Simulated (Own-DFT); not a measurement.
# How strain changes the stress of wurtzite GaN, 96 atoms (Ga48N48)

These are calculations, not measurements. They come from Own-DFT, an in-house plane-wave density functional program, since retired, whose code no person has reviewed. Each row is one single-point run on a periodic cell that was not relaxed, without spin or spin-orbit coupling.

Settings of every run: PBE; PseudoDojo norm-conserving scalar-relativistic files (stringent for Ga); cutoff 96 hartree; 3 x 4 x 3 k mesh centred on Gamma; Gaussian smearing of 0.01 eV.

Known limits: forces on such cells passed a denser k mesh, each cell not checked; stress not checked against mesh or cutoff.

Unstrained cell vectors in Å: (12.756, 0.000, 0.000); (-4.784, 8.285, 0.000); (0.000, 0.000, 10.370). The unstrained cell has measured lattice constants (interpolated for alloys), not those of this functional. That, the random moves and any unrelaxed bonds set the pressure at no strain. Each run strains this cell uniformly, with the atoms carried along. Every atom was also moved at random, by a Gaussian of width 0.05 Å on each axis. Strain is the symmetric tensor, in per cent. Stress is positive in tension, and the pressure is minus a third of its trace.

| run | e_xx (%) | e_yy (%) | e_zz (%) | s_xx (GPa) | s_yy (GPa) | s_zz (GPa) | P (GPa) | E (meV/atom) |
|---|---|---|---|---|---|---|---|---|
| 1 | 0.00 | 0.00 | 0.50 | -5.87 | -8.66 | -4.16 | 6.23 | 11.0 |
| 2 | 0.00 | 0.00 | -1.00 | -8.00 | -7.52 | -11.28 | 8.93 | 10.1 |
| 3 | 0.00 | 0.00 | 1.00 | -7.17 | -6.46 | -1.68 | 5.11 | 0.0 |
| 4 | 0.00 | 0.00 | -0.75 | -7.59 | -7.29 | -10.47 | 8.45 | 9.7 |
| 5 | 0.00 | 0.00 | 1.25 | -5.28 | -6.44 | -1.84 | 4.52 | 3.8 |
| 6 | 0.00 | 0.00 | -1.50 | -7.10 | -7.52 | -17.05 | 10.56 | 28.2 |
| 7 | 0.00 | 0.00 | -2.00 | -8.39 | -6.85 | -18.21 | 11.15 | 18.0 |
| 8 | 0.00 | 0.00 | 3.00 | -4.47 | -5.76 | 4.84 | 1.80 | 14.7 |
| 9 | 0.00 | 0.00 | 2.00 | ? | ? | ? | ? | ? |

E is the free energy for each atom above the lowest run shown.

## Worked fit

The change of volume is close to e_xx + e_yy + e_zz. A straight line through the runs shown gives P = 7.21 - 192 x (fractional change of volume) GPa, with an error of 7 on the slope and a scatter of 0.30 GPa. The strain isn't the same on all axes and the cell isn't cubic, so the slope belongs to this path and is not the bulk modulus.

## Withheld run

Question: what pressure should run 9 give? Its volume changes by 2.00 %.

The line gives 3.4 GPa. The calculation gave 3.35 GPa.
